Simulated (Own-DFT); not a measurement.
# Energy and forces against displacement in zincblende GaP, 64 atoms (Ga32P32)

Calculated results; nothing here was measured. They come from Own-DFT, an in-house plane-wave density functional program, since retired, whose code no person has reviewed. Each row is one single-point run on a periodic cell that was not relaxed, without spin or spin-orbit coupling.

Settings of every run: PBE; PseudoDojo norm-conserving scalar-relativistic files; cutoff 42 hartree; 3 x 3 x 3 k mesh centred on Gamma; Fermi-Dirac smearing of 0.1 eV.

Known limits: forces on such cells passed a denser k mesh, each cell not checked; stress not checked against mesh or cutoff.

Cell vectors in Å: (10.901, 0.000, 0.000); (0.000, 10.901, 0.000); (0.000, 0.000, 10.901). In each run every atom was moved at random and independently from its ideal site; u is the rms move along one axis. E is the free energy for each atom above the fitted value at u = 0, and F the rms of the force components.

| run | u (Å) | E (meV/atom) | F (eV/Å) | largest force (eV/Å) | P (GPa) |
|---|---|---|---|---|---|
| 1 | 0.0184 | 6.3 | 0.264 | 0.85 | 2.70 |
| 2 | 0.0196 | 6.7 | 0.267 | 0.98 | 2.70 |
| 3 | 0.0477 | 35.7 | 0.614 | 2.03 | 3.10 |
| 4 | 0.0489 | ? | ? | ? | ? |
| 5 | 0.0510 | 47.3 | 0.765 | 2.53 | 3.35 |
| 6 | 0.1011 | 164.5 | 1.497 | 8.06 | 4.92 |
| 7 | 0.1028 | 212.1 | 1.811 | 8.58 | 5.74 |
| 8 | 0.1435 | 387.4 | 2.557 | 11.27 | 8.19 |
| 9 | 0.1806 | 518.7 | 2.762 | 13.39 | 10.19 |

## Worked fit

For small independent moves the energy grows as E = (3/2) K u², with K the mean stiffness felt by one atom. The runs with u up to 0.11 Å give K = 11.8 ± 0.7 eV/Å², with residuals divided by u² + 0.0006 Å², since the noise grows with the moves. The scatter is 4.9 meV/atom at u = 0.05 Å. The forces follow F = G u with G = 14.8 eV/Å²; no force at u = 0 is resolved. G exceeds K because the moves of its neighbours add to the force on an atom, and stiffness differs between atoms. At u = 0.181 Å the parabola gives 576 meV/atom and the run 519. The pressure follows P = 2.59 + 264 u² GPa: at fixed volume, shortened bonds push harder than stretched ones pull.

## Withheld run

Question: what energy and rms force should run 4 give?

The fit gives 42 ± 5 meV/atom and about 0.72 eV/Å. The calculation gave 42.7 meV/atom and 0.719 eV/Å.
